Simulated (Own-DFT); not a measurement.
Hf31O64 (monoclinic hafnia with one vacancy, atoms displaced) (calculated)

A calculation, not a measurement: plane-wave density functional theory by an unreviewed code, no spin, of a simulated periodic cell, stress positive in tension, run twice, with PBE and with PBEsol, both on files made for PBE, so the change isn't that of files made for PBEsol, defect cell not probed for a lower state with spin; a neutral cation vacancy leaves holes that likely carry spin, which this run leaves out; hafnium file: forces about 75 meV/angstrom off all-electron values; oxygen file: force components 24 meV/angstrom off all-electron in one glass; forces on such cells passed a denser k mesh, this cell's mesh not checked; the far tail of each file's local potential was reset to the Coulomb form; each entry is a single point on an unrelaxed cell, so the pressure reflects the starting lattice, mostly measured values (interpolated for alloys), from which strain is counted, and rises with the displacements; printed positions are rounded, which can move forces by about a meV/angstrom; the program, named Own-DFT, is a retired in-house code; no spin-orbit coupling; stress was not checked against mesh or cutoff. Program: Own-DFT development build.

Common to all runs: functional PBE, then PBEsol; potential files PseudoDojo norm-conserving, scalar-relativistic, standard set; wave cutoff 72 hartree; occupations Fermi-Dirac; smearing width 0.1 eV; k mesh 2 x 2 x 2 centred on Gamma.

(1) Hf31O64 (monoclinic hafnia with one vacancy, atoms displaced)

```
cell vectors (Å)
  10.2340     0.0000     0.0000
   0.0000    10.3500     0.0000
  -1.6955     0.0000    10.4453
atoms (fractions of the cell vectors)
Hf  0.36055  0.25972  0.13972
Hf  0.36400  0.47668  0.39498
Hf  0.11607  0.22418  0.34914
O   0.03626  0.17576  0.16945
O   0.46753  0.40318  0.06631
O   0.45175  0.32011  0.32683
O   0.03613  0.09865  0.42237
O   0.21629  0.38276  0.23287
O   0.26478  0.12786  0.01302
O   0.26673  0.12542  0.26784
O   0.21977  0.36596  0.47224
Hf  0.13426  0.03499  0.60171
Hf  0.36483  0.27034  0.63682
Hf  0.35370  0.47940  0.89761
Hf  0.13971  0.23363  0.84785
O   0.03379  0.18852  0.68835
O   0.45990  0.41009  0.57540
O   0.47317  0.33117  0.83531
O   0.02668  0.08643  0.90740
O   0.21372  0.35923  0.74242
O   0.26777  0.12785  0.51147
O   0.29004  0.12417  0.74572
O   0.24102  0.35776  0.00024
Hf  0.13418  0.51444  0.10485
Hf  0.36521  0.76792  0.14335
Hf  0.36805  0.97653  0.39327
Hf  0.14878  0.72421  0.36223
O   0.03894  0.65471  0.16193
O   0.46132  0.91384  0.08502
O   0.45911  0.83927  0.32569
O   0.03688  0.58249  0.42120
O   0.21316  0.87147  0.24124
O   0.27300  0.63588  0.00510
O   0.27062  0.64156  0.24691
O   0.21730  0.87610  0.47795
Hf  0.12651  0.51968  0.62064
Hf  0.36490  0.77515  0.65164
Hf  0.35065  0.97865  0.89432
Hf  0.12648  0.72112  0.84853
O   0.03167  0.66443  0.67526
O   0.46590  0.91410  0.57843
O   0.45796  0.84414  0.82307
O   0.04009  0.58385  0.91774
O   0.22726  0.86744  0.74151
O   0.26976  0.63135  0.52061
O   0.27245  0.61690  0.76406
O   0.22323  0.88945  0.99837
Hf  0.65819  0.02002  0.11271
Hf  0.86892  0.27546  0.13649
Hf  0.87829  0.48755  0.40125
Hf  0.63457  0.22680  0.35738
O   0.53433  0.17973  0.17642
O   0.96222  0.41557  0.07124
O   0.94534  0.34882  0.32237
O   0.54753  0.08148  0.42164
O   0.71962  0.37591  0.23155
O   0.77605  0.14212  0.01557
O   0.78497  0.11950  0.26404
O   0.72739  0.36712  0.49943
Hf  0.63284  0.02574  0.61387
Hf  0.86045  0.27869  0.64328
Hf  0.85179  0.47403  0.89824
Hf  0.64085  0.23592  0.86137
O   0.53881  0.16087  0.67301
O   0.95522  0.41844  0.56954
O   0.96206  0.34692  0.83144
O   0.52525  0.08056  0.92398
O   0.72848  0.37918  0.73841
O   0.76533  0.13445  0.50741
O   0.77859  0.12140  0.76656
O   0.72280  0.38278  0.97955
Hf  0.62624  0.50472  0.10331
Hf  0.85377  0.76563  0.15998
Hf  0.85751  0.97943  0.40922
Hf  0.63482  0.72559  0.35387
O   0.52190  0.68021  0.16315
O   0.96190  0.91463  0.08365
O   0.97634  0.83219  0.31575
O   0.54428  0.57360  0.44003
O   0.74734  0.87720  0.22991
O   0.79219  0.62420  0.01641
O   0.77933  0.62614  0.26329
O   0.72230  0.86703  0.49325
Hf  0.63598  0.51253  0.60122
Hf  0.86353  0.76333  0.65213
Hf  0.86756  0.98165  0.90977
Hf  0.62766  0.73559  0.84637
O   0.52164  0.66277  0.67383
O   0.96347  0.90273  0.58969
O   0.97469  0.84475  0.83225
O   0.53639  0.59264  0.93002
O   0.72810  0.86997  0.74152
O   0.77265  0.63617  0.51618
O   0.78009  0.61714  0.74846
O   0.72293  0.87329  0.97618
```

* PBE pressure: 9.7 GPa
* PBE stress xx: -10.29 GPa
* PBE stress yy: -9.77 GPa
* PBE stress zz: -9.04 GPa
* PBE stress yz: 1.28 GPa
* PBE stress xz: 0.22 GPa
* PBE stress xy: -0.87 GPa
* PBEsol pressure: 3.35 GPa
* PBEsol stress xx: -3.91 GPa
* PBEsol stress yy: -3.46 GPa
* PBEsol stress zz: -2.68 GPa
* PBEsol stress yz: 1.21 GPa
* PBEsol stress xz: 0.55 GPa
* PBEsol stress xy: -0.81 GPa
* rms change of force components from PBE to PBEsol: 0.066 eV/Å

Force:
| force element | PBE force x (eV/Å) | PBE force y (eV/Å) | PBE force z (eV/Å) | PBEsol force x (eV/Å) | PBEsol force y (eV/Å) | PBEsol force z (eV/Å) |
| --- | --- | --- | --- | --- | --- | --- |
| Hf | -2.581 | -1.225 | 1.566 | -2.528 | -1.157 | 1.536 |
| Hf | -1.872 | -1.076 | -0.843 | -1.828 | -1.168 | -0.761 |
| Hf | 5.008 | 4.114 | -3.655 | 4.933 | 3.998 | -3.628 |
| O | -1.26 | 0.592 | -0.019 | -1.336 | 0.746 | 0.133 |
| O | 0.026 | 0.796 | 0.692 | 0.039 | 0.804 | 0.628 |
| O | 0.312 | 1.643 | 1.311 | 0.3 | 1.6 | 1.238 |
| O | -5.194 | -5.331 | 3.668 | -5.052 | -5.233 | 3.645 |
| O | 0.928 | 0.516 | 0.779 | 0.957 | 0.52 | 0.735 |
| O | 1.046 | -0.26 | -1.701 | 1.064 | -0.178 | -1.711 |
| O | 1.364 | -0.241 | 0.9 | 1.315 | -0.174 | 0.955 |
| O | 0.332 | 1.026 | 1.925 | 0.415 | 0.987 | 1.858 |
| Hf | 0.757 | -1.796 | 1.18 | 0.805 | -1.684 | 1.107 |
| Hf | -1.479 | -1.738 | 0.944 | -1.475 | -1.707 | 0.942 |
| Hf | 1.399 | -0.011 | 0.383 | 1.357 | -0.052 | 0.423 |
| Hf | -0.926 | -1.95 | 5.621 | -0.91 | -1.931 | 5.448 |
| O | 0.47 | -3.203 | -4.327 | 0.467 | -3.09 | -4.166 |
| O | 1.064 | 1.283 | -0.366 | 1.037 | 1.268 | -0.422 |
| O | -1.546 | 1.18 | -1.427 | -1.494 | 1.13 | -1.411 |
| O | 0.776 | 1.019 | -0.25 | 0.713 | 1.003 | -0.297 |
| O | 2.143 | 3.953 | -2.026 | 2.116 | 3.843 | -1.967 |
| O | 0.964 | 0.26 | -0.005 | 0.858 | 0.258 | 0.031 |
| O | -1.987 | -1.272 | 1.286 | -2.003 | -1.226 | 1.228 |
| O | -1.44 | 2.19 | -2.589 | -1.319 | 2.14 | -2.529 |
| Hf | 1.037 | 1.123 | -1.02 | 0.991 | 1.166 | -0.999 |
| Hf | -5.419 | 3.572 | -1.824 | -5.303 | 3.518 | -1.757 |
| Hf | -2.884 | 1.897 | -0.678 | -2.832 | 1.785 | -0.64 |
| Hf | -0.734 | 1.919 | -2.251 | -0.676 | 1.888 | -2.241 |
| O | -1.666 | 1.113 | 1.598 | -1.592 | 1.05 | 1.597 |
| O | 2.463 | 2.026 | -0.605 | 2.375 | 1.95 | -0.632 |
| O | 2.33 | -1.995 | 0.433 | 2.262 | -1.95 | 0.385 |
| O | 1.093 | 0.525 | 1.272 | 1.048 | 0.485 | 1.292 |
| O | 1.239 | 0.376 | 0.477 | 1.3 | 0.246 | 0.575 |
| O | 0.429 | -1.19 | -0.169 | 0.372 | -1.183 | -0.168 |
| O | 0.876 | -3.339 | 2.903 | 0.775 | -3.215 | 2.83 |
| O | 0.445 | 0.635 | 1.752 | 0.497 | 0.61 | 1.677 |
| Hf | 2.899 | -0.657 | -2.215 | 2.829 | -0.559 | -2.193 |
| Hf | -1.609 | -0.123 | -1.476 | -1.555 | -0.078 | -1.396 |
| Hf | -0.541 | 1.2 | 1.992 | -0.53 | 1.122 | 1.972 |
| Hf | 1.919 | 3.168 | 2.86 | 1.873 | 3.028 | 2.753 |
| O | 0.228 | -0.695 | -0.66 | 0.235 | -0.68 | -0.574 |
| O | 0.1 | 0.545 | -0.513 | 0.088 | 0.553 | -0.531 |
| O | 1.947 | -1.24 | 0.533 | 1.898 | -1.247 | 0.459 |
| O | -1.552 | -2.093 | 0.214 | -1.493 | -2.033 | 0.25 |
| O | -1.235 | 1.827 | -0.766 | -1.122 | 1.768 | -0.733 |
| O | 0.241 | -0.939 | -0.385 | 0.166 | -0.898 | -0.377 |
| O | -0.108 | -1.099 | -0.542 | -0.186 | -1.078 | -0.521 |
| O | 0.33 | -1.833 | -1.097 | 0.489 | -1.821 | -1.125 |
| Hf | -3.331 | 0.965 | -2.115 | -3.198 | 0.981 | -2.089 |
| Hf | -0.228 | -0.586 | 2.34 | -0.189 | -0.549 | 2.325 |
| Hf | -4.605 | 1.084 | -1.606 | -4.452 | 1.013 | -1.532 |
| Hf | 1.055 | 1.934 | -1.407 | 1.02 | 1.821 | -1.397 |
| O | 2.678 | -2.783 | -0.578 | 2.606 | -2.671 | -0.492 |
| O | 0.615 | 0.326 | -0.07 | 0.582 | 0.329 | -0.112 |
| O | 2.704 | -2.913 | -0.708 | 2.625 | -2.848 | -0.726 |
| O | -2.113 | -1.559 | 0.401 | -2.045 | -1.511 | 0.452 |
| O | -0.76 | 0.185 | 0.099 | -0.698 | 0.174 | 0.043 |
| O | -0.88 | -1.351 | -0.689 | -0.921 | -1.32 | -0.658 |
| O | -0.859 | -0.552 | 0.357 | -0.917 | -0.568 | 0.345 |
| O | -1.083 | 0.774 | -1.486 | -1.009 | 0.749 | -1.397 |
| Hf | 2.37 | -2.413 | -0.541 | 2.31 | -2.304 | -0.573 |
| Hf | -1.745 | -1.412 | 1.779 | -1.734 | -1.307 | 1.77 |
| Hf | 1.807 | 4.339 | -1.45 | 1.748 | 4.185 | -1.403 |
| Hf | -0.797 | -2.348 | -0.967 | -0.773 | -2.31 | -0.966 |
| O | -1.771 | 2.453 | 0.449 | -1.723 | 2.396 | 0.465 |
| O | 1.978 | 0.352 | 2.031 | 1.92 | 0.371 | 1.949 |
| O | 1.571 | -1.308 | -0.769 | 1.506 | -1.284 | -0.795 |
| O | 1.896 | 1.061 | 0.602 | 1.856 | 1.025 | 0.615 |
| O | -1.166 | -0.75 | 0.316 | -1.063 | -0.742 | 0.315 |
| O | 1.986 | -1.055 | 1.284 | 1.869 | -1.035 | 1.23 |
| O | -0.42 | 0.199 | -0.351 | -0.479 | 0.207 | -0.338 |
| O | -1.994 | -1.519 | 1.51 | -1.901 | -1.485 | 1.467 |
| Hf | 1.701 | 2.508 | -0.202 | 1.667 | 2.431 | -0.266 |
| Hf | 6.494 | -3.091 | -5.076 | 6.359 | -2.987 | -4.935 |
| Hf | 0.995 | -0.866 | -1.152 | 0.917 | -0.871 | -1.119 |
| Hf | -0.121 | 0.068 | 0.875 | -0.098 | 0.018 | 0.862 |
| O | 5.436 | -4.059 | 2.046 | 5.294 | -3.938 | 2.053 |
| O | -0.911 | 0.014 | -0.367 | -1.05 | -0.039 | -0.448 |
| O | -0.858 | 0.788 | 2.552 | -0.85 | 0.716 | 2.425 |
| O | -1.245 | 1.69 | -4.315 | -1.202 | 1.629 | -4.149 |
| O | -5.497 | 3.156 | 3.595 | -5.321 | 3.104 | 3.508 |
| O | -1.438 | 0.27 | -0.409 | -1.424 | 0.232 | -0.385 |
| O | -1.93 | -0.665 | 1.146 | -1.922 | -0.594 | 1.132 |
| O | 0.121 | 0.487 | -1.63 | 0.199 | 0.474 | -1.608 |
| Hf | 1.523 | 0.985 | 2.86 | 1.524 | 1.007 | 2.754 |
| Hf | -2.805 | 1.174 | 0.172 | -2.774 | 1.178 | 0.165 |
| Hf | 1.532 | -0.522 | -1.1 | 1.522 | -0.552 | -1.071 |
| Hf | 1.112 | -0.63 | 0.851 | 1.059 | -0.623 | 0.79 |
| O | 1.491 | -0.898 | 0.362 | 1.451 | -0.818 | 0.409 |
| O | 2.002 | 3.455 | -2.272 | 1.925 | 3.374 | -2.259 |
| O | -0.597 | -0.87 | -0.392 | -0.586 | -0.883 | -0.424 |
| O | -0.876 | -0.871 | -0.554 | -0.846 | -0.879 | -0.504 |
| O | -0.507 | 0.919 | -0.637 | -0.453 | 0.87 | -0.619 |
| O | 0.042 | -1.009 | -1.472 | -0.029 | -0.978 | -1.418 |
| O | -1.315 | -0.611 | 1.627 | -1.325 | -0.593 | 1.558 |
| O | -1.389 | 0.258 | 2.181 | -1.313 | 0.279 | 2.135 |

(2) Hf31O64 (monoclinic hafnia with one vacancy, atoms displaced)

```
cell vectors (Å)
  10.2340     0.0000     0.0000
   0.0000    10.3500     0.0000
  -1.6955     0.0000    10.4453
atoms (fractions of the cell vectors)
Hf  0.12303  0.01627  0.11458
Hf  0.37442  0.27238  0.15523
Hf  0.36015  0.48179  0.39172
Hf  0.13555  0.23159  0.34884
O   0.03455  0.16833  0.17421
O   0.47005  0.40460  0.07683
O   0.45388  0.33221  0.33114
O   0.03209  0.08127  0.40741
O   0.22811  0.38046  0.24161
O   0.25352  0.12659  0.00571
O   0.27552  0.10599  0.26218
O   0.23006  0.37010  0.48083
Hf  0.13183  0.01874  0.59753
Hf  0.36680  0.27096  0.64140
Hf  0.36009  0.49074  0.90446
Hf  0.13263  0.23242  0.85845
O   0.03698  0.16712  0.66619
O   0.45026  0.41710  0.58138
O   0.45636  0.32541  0.82445
O   0.03169  0.07966  0.91401
O   0.22344  0.37717  0.74238
O   0.28093  0.11149  0.51746
O   0.26397  0.11590  0.75109
O   0.21376  0.37397  0.99243
Hf  0.13271  0.52369  0.10592
Hf  0.36212  0.96727  0.39199
Hf  0.13508  0.72338  0.34997
O   0.03763  0.66592  0.16553
O   0.46554  0.91356  0.06732
O   0.46805  0.82651  0.32430
O   0.02870  0.57272  0.41249
O   0.21862  0.88668  0.23519
O   0.26557  0.64364  0.00412
O   0.26589  0.61338  0.24850
O   0.23375  0.87064  0.49398
Hf  0.15168  0.50422  0.60050
Hf  0.35497  0.76556  0.64643
Hf  0.35810  0.98165  0.88558
Hf  0.13328  0.73266  0.85819
O   0.03329  0.66363  0.68000
O   0.45973  0.91557  0.56823
O   0.45502  0.82520  0.82527
O   0.05161  0.56905  0.91657
O   0.24057  0.88064  0.73908
O   0.27169  0.62333  0.50456
O   0.26968  0.62475  0.75334
O   0.23285  0.86699  0.98916
Hf  0.61279  0.01468  0.09973
Hf  0.84958  0.25784  0.14555
Hf  0.86633  0.48678  0.39746
Hf  0.64680  0.23138  0.36081
O   0.54024  0.16088  0.17306
O   0.96802  0.41916  0.06811
O   0.97418  0.33181  0.32454
O   0.53344  0.08726  0.43591
O   0.72325  0.38079  0.23521
O   0.78094  0.13098  0.02712
O   0.78476  0.12700  0.27711
O   0.72329  0.37540  0.49822
Hf  0.63142  0.02181  0.61879
Hf  0.85645  0.26497  0.64566
Hf  0.84376  0.47871  0.89823
Hf  0.64877  0.22911  0.84896
O   0.52798  0.16978  0.67606
O   0.95852  0.42420  0.58418
O   0.95644  0.34262  0.83502
O   0.53408  0.07843  0.91864
O   0.73251  0.36916  0.73321
O   0.76423  0.12795  0.51013
O   0.77269  0.11691  0.75971
O   0.71306  0.37705  0.98969
Hf  0.63785  0.52871  0.11290
Hf  0.85889  0.76902  0.14408
Hf  0.86571  0.97123  0.39213
Hf  0.62430  0.73142  0.33640
O   0.54515  0.66244  0.17638
O   0.98281  0.92302  0.07999
O   0.95162  0.83914  0.32479
O   0.54243  0.59125  0.42052
O   0.72858  0.88569  0.24871
O   0.76951  0.62556  0.01258
O   0.76999  0.62349  0.24926
O   0.72743  0.87022  0.48380
Hf  0.63763  0.51617  0.60241
Hf  0.85985  0.76231  0.64583
Hf  0.84483  0.96912  0.90476
Hf  0.63627  0.73266  0.84881
O   0.53758  0.65369  0.67440
O   0.96726  0.92285  0.58163
O   0.96328  0.83122  0.82483
O   0.53310  0.58752  0.92008
O   0.72757  0.88487  0.73637
O   0.76156  0.63594  0.50898
O   0.77872  0.61748  0.74905
O   0.72012  0.86471  0.98159
```

- PBE pressure: 8.35 GPa
- PBE stress xx: -9.66 GPa
- PBE stress yy: -8.54 GPa
- PBE stress zz: -6.85 GPa
- PBE stress yz: -1.76 GPa
- PBE stress xz: -1.12 GPa
- PBE stress xy: -0.82 GPa
- PBEsol pressure: 2 GPa
- PBEsol stress xx: -3.3 GPa
- PBEsol stress yy: -2.2 GPa
- PBEsol stress zz: -0.5 GPa
- PBEsol stress yz: -1.7 GPa
- PBEsol stress xz: -0.76 GPa
- PBEsol stress xy: -0.8 GPa
- rms change of force components from PBE to PBEsol: 0.066 eV/Å

Force:
| force element | PBE force x (eV/Å) | PBE force y (eV/Å) | PBE force z (eV/Å) | PBEsol force x (eV/Å) | PBEsol force y (eV/Å) | PBEsol force z (eV/Å) |
| --- | --- | --- | --- | --- | --- | --- |
| Hf | 9.292 | 4.609 | -0.679 | 9.134 | 4.573 | -0.666 |
| Hf | -2.694 | -1.062 | -1.528 | -2.605 | -0.957 | -1.435 |
| Hf | 0.23 | 1.557 | -0.961 | 0.159 | 1.447 | -0.926 |
| Hf | 1.33 | -1.324 | 0.278 | 1.263 | -1.324 | 0.22 |
| O | -0.988 | 0.773 | -0.577 | -0.972 | 0.747 | -0.492 |
| O | -0.025 | 1.28 | -0.377 | -0.049 | 1.262 | -0.386 |
| O | 2.481 | -0.986 | 0.429 | 2.392 | -0.96 | 0.339 |
| O | 0.786 | -0.077 | 1.191 | 0.765 | -0.081 | 1.205 |
| O | -0.3 | -0.695 | -0.478 | -0.224 | -0.675 | -0.442 |
| O | 1.833 | 0.462 | 0.485 | 1.704 | 0.449 | 0.437 |
| O | 0.24 | 2.128 | 0.272 | 0.159 | 2.06 | 0.284 |
| O | -1.32 | -0.34 | 0.863 | -1.235 | -0.282 | 0.848 |
| Hf | 1.92 | 0.692 | 0.795 | 1.9 | 0.735 | 0.769 |
| Hf | -3.015 | -1.87 | 1.136 | -2.926 | -1.782 | 1.159 |
| Hf | -0.366 | -1.053 | -0.699 | -0.373 | -1.053 | -0.67 |
| Hf | 0.313 | -0.365 | -0.362 | 0.316 | -0.417 | -0.357 |
| O | -1.567 | 1.333 | 0.216 | -1.528 | 1.293 | 0.269 |
| O | 2.674 | 2.173 | -0.822 | 2.592 | 2.111 | -0.858 |
| O | 1.01 | 0.719 | 0.943 | 0.988 | 0.682 | 0.834 |
| O | -1.735 | -0.387 | -0.092 | -1.668 | -0.36 | -0.029 |
| O | 0.005 | 0.334 | -0.597 | 0.056 | 0.339 | -0.609 |
| O | -0.052 | 1.892 | -0.904 | -0.1 | 1.824 | -0.863 |
| O | 0.457 | 0.728 | 1.321 | 0.388 | 0.688 | 1.286 |
| O | 1.582 | 0.013 | -0.02 | 1.572 | 0.024 | -0.043 |
| Hf | 2.414 | -1.479 | -1.179 | 2.364 | -1.41 | -1.195 |
| Hf | 0.306 | 0.889 | -0.921 | 0.271 | 0.834 | -0.844 |
| Hf | 1.901 | 0.901 | -0.983 | 1.881 | 0.801 | -1.008 |
| O | -3.162 | 2.644 | 0.836 | -3.083 | 2.591 | 0.886 |
| O | -1.248 | -0.509 | -0.249 | -1.123 | -0.327 | -0.354 |
| O | -2.196 | 2.216 | 0.494 | -2.089 | 2.182 | 0.55 |
| O | 2.207 | 1.93 | 0.346 | 2.145 | 1.861 | 0.366 |
| O | -0.843 | -2 | 2.139 | -0.861 | -1.864 | 2.133 |
| O | 0.347 | -1.617 | -0.279 | 0.2 | -1.664 | -0.396 |
| O | -0.268 | 0.262 | 2.701 | -0.421 | 0.171 | 2.698 |
| O | -1.862 | -1.801 | -1.21 | -1.729 | -1.741 | -1.164 |
| Hf | -2.371 | 1.253 | 1.383 | -2.284 | 1.24 | 1.341 |
| Hf | 1.121 | 0.093 | -0.563 | 1.05 | 0.154 | -0.509 |
| Hf | -1.146 | -0.497 | 1.721 | -1.128 | -0.562 | 1.693 |
| Hf | 1.329 | -0.631 | -0.54 | 1.322 | -0.699 | -0.543 |
| O | 0.276 | -0.283 | -1.679 | 0.246 | -0.232 | -1.564 |
| O | 1.266 | -1.03 | 2.309 | 1.21 | -0.96 | 2.204 |
| O | 2.434 | -0.121 | 0.046 | 2.371 | -0.13 | -0.014 |
| O | -1.613 | 0.816 | -0.347 | -1.535 | 0.816 | -0.256 |
| O | -2.444 | -0.063 | -0.769 | -2.29 | -0.062 | -0.753 |
| O | -0.186 | 0.458 | -0.118 | -0.242 | 0.417 | -0.112 |
| O | 0.554 | -1.033 | 0.282 | 0.5 | -0.992 | 0.262 |
| O | -0.942 | 1.099 | -0.875 | -0.893 | 1.098 | -0.958 |
| Hf | 2.043 | -1.009 | 0.935 | 1.925 | -0.959 | 0.84 |
| Hf | 2.418 | 3.606 | 2.52 | 2.345 | 3.528 | 2.507 |
| Hf | -2.11 | -1.707 | -0.114 | -2.035 | -1.697 | -0.077 |
| Hf | -0.975 | -0.989 | 0.406 | -0.911 | -1.036 | 0.405 |
| O | -0.932 | 1.639 | 1.377 | -0.912 | 1.616 | 1.38 |
| O | -2.401 | -1.194 | 0.88 | -2.332 | -1.113 | 0.786 |
| O | -2.188 | 1.633 | 0.457 | -2.117 | 1.557 | 0.41 |
| O | 0.123 | 0.587 | -1.207 | 0.148 | 0.55 | -1.12 |
| O | -0.035 | -0.463 | 1.39 | 0.014 | -0.465 | 1.343 |
| O | -1.034 | -2.895 | -3.746 | -1.04 | -2.816 | -3.66 |
| O | -0.328 | 0.72 | -0.903 | -0.354 | 0.741 | -0.863 |
| O | 0.144 | -1.077 | -1.65 | 0.19 | -1.063 | -1.585 |
| Hf | -0.086 | -0.464 | -4.354 | -0.079 | -0.385 | -4.302 |
| Hf | 2.639 | 0.11 | -0.957 | 2.535 | 0.17 | -0.92 |
| Hf | 2.863 | 0.129 | 0.096 | 2.799 | 0.042 | 0.123 |
| Hf | -3.355 | 1.062 | 1.457 | -3.279 | 1.008 | 1.374 |
| O | 2.091 | -1.106 | 0.436 | 2.058 | -1.071 | 0.472 |
| O | 0.668 | -0.347 | -0.569 | 0.649 | -0.336 | -0.623 |
| O | 0.766 | -1.796 | -0.703 | 0.732 | -1.748 | -0.71 |
| O | 1.576 | 1.105 | -0.845 | 1.546 | 1.052 | -0.765 |
| O | -2.581 | 0.953 | 1.373 | -2.458 | 0.911 | 1.353 |
| O | 0.527 | 0.634 | 1.387 | 0.435 | 0.657 | 1.357 |
| O | 0.226 | 0.047 | 1.206 | 0.127 | 0.063 | 1.168 |
| O | 0.574 | -1.408 | -0.98 | 0.639 | -1.365 | -0.978 |
| Hf | -0.317 | -2.035 | -1.973 | -0.262 | -1.922 | -1.929 |
| Hf | 0.032 | -0.145 | 0.978 | 0.003 | -0.141 | 1.016 |
| Hf | -3.128 | 3.222 | 2.531 | -3.071 | 3.103 | 2.469 |
| Hf | 2.153 | 1.024 | 2.823 | 2.087 | 0.95 | 2.733 |
| O | -2.177 | 0.26 | -2.055 | -1.958 | 0.191 | -1.911 |
| O | -9.68 | -6.407 | -1.958 | -9.506 | -6.258 | -1.959 |
| O | 4.289 | -4.561 | -1.475 | 4.158 | -4.455 | -1.503 |
| O | -2.553 | -2.845 | 0.827 | -2.468 | -2.785 | 0.853 |
| O | -0.49 | -0.182 | -3.235 | -0.404 | -0.203 | -3.138 |
| O | 1.017 | 1.113 | -0.785 | 0.922 | 1.071 | -0.75 |
| O | 2.677 | 0.068 | 1.514 | 2.56 | 0.074 | 1.437 |
| O | -0.188 | 0.368 | 1.265 | -0.091 | 0.362 | 1.229 |
| Hf | -0.229 | 0.942 | -0.777 | -0.186 | 0.995 | -0.783 |
| Hf | 0.877 | 1.167 | -1.336 | 0.845 | 1.152 | -1.263 |
| Hf | 4.788 | 2.437 | -2.274 | 4.677 | 2.345 | -2.24 |
| Hf | -2.052 | -1.892 | -0.823 | -2.027 | -1.897 | -0.818 |
| O | -1.117 | 1.531 | 0.246 | -1.063 | 1.502 | 0.287 |
| O | -1.338 | -1.625 | -0.33 | -1.297 | -1.563 | -0.393 |
| O | -1.675 | 0.917 | 1.425 | -1.652 | 0.868 | 1.347 |
| O | 0.036 | -0.206 | 0.308 | 0.037 | -0.199 | 0.341 |
| O | -0.625 | -1.539 | 1.268 | -0.558 | -1.496 | 1.268 |
| O | 1.872 | -1.2 | -0.296 | 1.769 | -1.196 | -0.254 |
| O | -0.691 | -0.215 | 1.763 | -0.733 | -0.202 | 1.697 |
| O | -0.078 | 0.001 | 2.097 | 0 | -0.003 | 2.014 |
